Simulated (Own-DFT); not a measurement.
# What a defect does to the pressure of its cell: 2H SiC

Everything here is calculated. The program is Own-DFT (plane waves, in-house, since retired, never reviewed by a person); positions were held fixed, and spin and spin-orbit coupling were off.

Method: PBE; PseudoDojo norm-conserving scalar-relativistic files; cutoff 42 hartree; 4 x 4 x 3 k mesh centred on Gamma; Fermi-Dirac smearing of 0.1 eV.

Keep in mind (not all hold for every row): not probed for a lower state with spin; forces on such cells moved up to 12 meV/angstrom on a denser k mesh; forces on such cells passed a denser k mesh, each cell not checked; stress not checked against mesh or cutoff.

All runs share one cell, with vectors in Å (9.248, 0.000, 0.000); (-4.624, 8.009, 0.000); (0.000, 0.000, 10.068) and a volume of 745.7 Å³. The atoms are randomly displaced, by u rms on each axis. The defect's site can differ from row to row.

| cell | formula | u (Å) | P (GPa) |
|---|---|---|---|
| no defect | C36Si36 | 0.0281 | 3.72 |
| no defect | C36Si36 | 0.0553 | 5.59 |
| no defect | C36Si36 | 0.0617 | 6.50 |
| two Al on a Si site each | Al2C36Si34 | 0.0311 | 5.95 |
| two Al on a Si site each | Al2C36Si34 | 0.0451 | 6.91 |
| two Al on a Si site each | Al2C36Si34 | 0.0489 | 6.91 |
| one C on a Si site and one Si on a C site | C36Si36 | 0.0284 | 7.65 |
| one C on a Si site and one Si on a C site | C36Si36 | 0.0287 | 7.42 |
| one C on a Si site and one Si on a C site | C36Si36 | 0.0454 | 8.48 |
| one C on a Si site | C37Si35 | 0.0304 | 1.86 |
| one C on a Si site | C37Si35 | 0.0314 | 1.94 |
| one C on a Si site | C37Si35 | 0.0517 | 3.60 |
| one C vacancy | C35Si36 | 0.0280 | 3.50 |
| one C vacancy | C35Si36 | 0.0283 | 3.67 |
| one C vacancy | C35Si36 | 0.0289 | ? |
| one C vacancy | C35Si36 | 0.0301 | 3.56 |

## Fit

P = P0 + c u² + a shift for each defect gives P0 = 3.03 GPa, c = 880 ± 48 GPa/Å² and a scatter of 0.14 GPa. The shifts, and each times the cell's volume:

- one C on a Si site and one Si on a C site: 3.74 ± 0.13 GPa, 17.4 eV
- two Al on a Si site each: 1.98 ± 0.12 GPa, 9.2 eV (4.6 eV for each of its 2 sites)
- one C vacancy: -0.18 ± 0.14 GPa, -0.8 eV (not resolved)
- one C on a Si site: -1.91 ± 0.13 GPa, -8.9 eV

Against the defect-free cell, a freed cell would be larger where the shift is positive and smaller where it is negative (160.2 GPa Å³ is 1 eV). The atoms around the defects weren't relaxed, which would change these numbers.

## The run left out

Question: what pressure belongs in the blank (one C vacancy, u = 0.0289 Å)?

The fitted form gives 3.59 ± 0.17 GPa. The run itself gave 3.69 GPa.
